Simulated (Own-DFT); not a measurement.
GaP (zincblende, atoms displaced) (calculated)

A calculation, not a measurement: plane-wave PBE density functional theory by an unreviewed code, no spin, of a simulated periodic cell, stress positive in tension, free energy of the whole cell less one offset for each atom, forces on such cells passed a denser k mesh, this cell's mesh not checked; offsets are fitted by least squares, one for each functional and potential file, so energies compare only between cells with the same atoms and settings and are not formation energies; the far tail of each file's local potential was reset to the Coulomb form; each entry is a single point on an unrelaxed cell, so the pressure reflects the starting lattice, mostly measured values (interpolated for alloys), from which strain is counted, and rises with the displacements; printed positions are rounded, which can move forces by about a meV/angstrom; the program, named Own-DFT, is a retired in-house code; no spin-orbit coupling; before rounding, a Quantum ESPRESSO 7.3.1 run of the same cell and cutoff gave forces within 1 meV/angstrom rms on each cell, which checks the program and not the settings. Program: Own-DFT development build.

```xyz
96
Lattice="16.3515 0.0000 0.0000 0.0000 10.9010 0.0000 0.0000 0.0000 10.9010" Properties=species:S:1:pos:R:3:force_x:R:1:force_y:R:1:force_z:R:1 formula=GaP functional=PBE potential_files=PseudoDojo_norm-conserving,scalar-relativistic,standard_set wave_cutoff=42 occupations=Fermi-Dirac smearing_width=0.1 k_mesh=2_x_3_x_3_centred_on_Gamma free_energy_of_cell_above_offsets=-17.301 pressure=8.39 stress_xx=-7.71 stress_yy=-8.98 stress_zz=-8.47 stress_yz=-0.97 stress_xz=0.32 stress_xy=-0.55
Ga     0.0434     0.1050    10.8131      0.912     -0.713      1.065
Ga     0.2182     3.0495     2.6541     -3.516     -3.256     -2.624
Ga     3.0014    10.8038     3.0210     -1.447     -1.106     -2.011
Ga     2.7268     2.6627     0.0010      1.587      2.193     -1.619
P      1.5430     1.5732     1.3857     -1.566      -2.84      1.588
P      1.2571     3.8520     4.2191      1.341      4.338       2.47
P      3.9325     1.3491     4.3335       3.47      0.113     -1.107
P      4.2366     4.2026     1.3988     -3.942     -3.634      2.902
Ga     0.3937     0.0302     5.5373     -4.909     -0.908     -1.664
Ga    16.2148     2.6429     8.3747      1.669      0.924     -0.489
Ga     2.5624    10.8913     8.1050       3.37     -1.876      2.406
Ga     2.4854     2.4956     5.3849      1.066      1.297      2.131
P      1.4129     1.2168     6.8990      -1.37       4.28      1.238
P      1.2625     4.2264     9.6412      4.709     -3.924     -4.294
P      4.1262     1.3408     9.4618     -2.916     -2.176      2.814
P      4.3682     4.0440     6.7306     -2.785     -0.656      1.105
Ga    16.3343     5.1539    10.8315     -4.006      4.104      3.466
Ga     0.0539     8.1510     2.7640      3.243      2.494     -3.626
Ga     2.8501     5.2779     3.0844     -1.033     -0.579     -1.927
Ga     2.7260     8.1535     0.0205      3.804      1.738     -0.928
P      1.5744     6.8962     1.1425     -3.678     -3.387      3.815
P      1.3577     9.5650     4.2028      2.003     -1.603     -1.381
P      3.8896     6.9384     4.0136      0.551     -0.033      2.951
P      4.3782     9.6110     1.4173     -4.159     -0.488      0.379
Ga     0.2570     5.4878     5.8514     -2.837     -1.917     -2.738
Ga     0.0991     8.1456     8.3398     -2.679      0.024     -0.282
Ga     2.9986     5.6115     8.1079     -1.656     -2.332     -1.139
Ga     2.7534     8.1965     5.7757      0.304      0.772     -1.676
P      1.3142     6.9116     6.9845      2.886      0.058      0.737
P      1.5659     9.3530     9.4872     -1.465      2.629      0.548
P      4.1152     6.7269     9.5490      1.129      1.753      1.048
P      4.3118     9.4972     7.1298      -7.22      8.401     -5.535
Ga     5.4858    10.8672     0.1046      0.592       1.55     -1.982
Ga     5.4638     2.6744     2.6400      0.376      0.287      1.611
Ga     8.1758    10.8245     2.5632     -0.368     -0.579      1.361
Ga     8.5528     2.9179    10.8169      -5.69      1.475      1.986
P      6.7955     1.2545     1.4086      0.754      1.974     -0.848
P      6.7721     4.0408     4.3075       0.99      -0.37     -2.296
P      9.2378     1.3231     4.1939      3.535     -1.593     -1.919
P      9.5596     4.2605     1.1281      3.606      0.438      2.004
Ga     5.4186     0.1073     5.6904     -0.287     -1.808     -1.968
Ga     5.3574     2.4932     8.2738      2.341      3.801     -1.127
Ga     8.0345     0.1024     8.2874      0.271     -2.168       0.94
Ga     8.2630     2.6889     5.4949     -1.734      1.705      1.927
P      6.7189     1.2916     6.9580      1.836      1.718     -0.668
P      6.8653     4.3273     9.7890      0.567     -2.302     -2.061
P      9.3676     1.6254     9.5541      1.213     -5.741     -2.249
P      9.6249     4.2374     6.8459       1.68     -2.652     -1.436
Ga     5.3005     5.3393     0.1159      2.708      3.585     -2.254
Ga     5.2596     8.1127     2.7148      1.844     -0.354      0.785
Ga     8.4354     5.3939     2.5582     -3.176      0.949      1.934
Ga     8.3398     8.0466    10.8803     -4.172      0.066      0.932
P      6.6228     6.7697     1.4980      2.118      -0.38     -0.714
P      6.7720     9.4090     4.0119     -0.237      1.459      0.368
P      9.6934     6.4819     4.1703     -4.846      6.037     -3.845
P      9.4073     9.5199     1.1079      2.638      1.158      2.422
Ga     5.4971     5.4900     5.4736     -0.307      1.134     -1.322
Ga     5.2543     8.1035     7.8793      5.701     -7.412       6.85
Ga     8.2581     5.2941     8.0814     -2.762      1.879      1.274
Ga     7.9962     8.2247     5.5284      2.844      1.123     -1.852
P      6.7328     6.9983     6.6641     -0.016     -3.243      2.183
P      6.5803     9.3629     9.7305      1.783     -0.158     -1.793
P      9.2956     6.8744     9.4134       3.59     -0.958     -1.165
P      9.6065     9.4765     6.8945     -1.478      1.081     -0.148
Ga    10.8115     0.1509    10.8671      0.089     -0.241     -0.222
Ga    10.9668     2.8691     2.7339     -2.405     -1.003     -0.526
Ga    13.5471    10.7639     2.3941     -2.395      3.757      3.186
Ga    13.7202     2.7202    10.8000      0.217     -2.969     -0.525
P     12.1854     1.6149     1.2268      0.142     -2.097      0.722
P     12.2535     4.1229     4.0150      1.056     -1.696      2.201
P     15.0652     1.2949     4.0962     -0.234      0.579      0.174
P     14.8201     3.8318     1.2890      2.225      3.286       2.64
Ga    11.0824    10.8224     5.7507     -2.586     -0.851     -2.594
Ga    10.8123     2.5760     8.3125      1.408      2.542      -1.41
Ga    13.7069     0.0131     8.2697     -1.919     -2.797     -4.075
Ga    13.4859     2.7185     5.6890      2.695      0.995     -1.956
P     12.1400     1.4225     6.8226      1.077      0.016      2.441
P     12.3677     3.9333     9.7130     -2.791      2.095     -1.954
P     14.9055     1.1902     9.4247      1.953      2.262      3.007
P     14.9545     4.1699     7.2027      0.157     -0.549     -2.596
Ga    11.0468     5.6964    10.8705     -0.723     -0.225     -0.795
Ga    11.1463     8.2253     2.9730      -4.37     -4.168      -3.51
Ga    13.3366     5.4232     2.6909      3.393      1.327     -1.158
Ga    13.7946     8.2859     0.0762     -0.021     -0.825     -2.155
P     12.4147     7.0263     1.3336     -1.283      -0.55       0.58
P     12.1704     9.5684     4.0282      2.465      4.692      2.268
P     15.2322     7.0727     3.9727     -4.482     -4.584      4.092
P     14.9219     9.6376     1.3888      4.544     -1.446     -1.634
Ga    10.9773     5.4508     5.2068       3.38     -2.123      5.667
Ga    11.0188     8.4406     8.2922     -1.839     -2.246     -0.204
Ga    13.4654     5.4440     8.3483     -0.776      0.049     -0.614
Ga    13.4130     8.4572     5.5109      0.739     -2.574     -0.002
P     12.1681     6.8964     7.0448      0.277     -0.628     -2.217
P     12.3193     9.6218     9.5377      0.485      1.071      2.095
P     14.8950     6.7341     9.4285      1.425      1.172      2.382
P     15.0672     9.3468     6.6430      1.322      2.338      2.137
```

Units: wave_cutoff in hartree; smearing_width, free_energy_of_cell_above_offsets in eV; pressure, stress_xx, stress_yy, stress_zz, stress_yz, stress_xz, stress_xy in GPa; force_x, force_y, force_z in eV/Å.
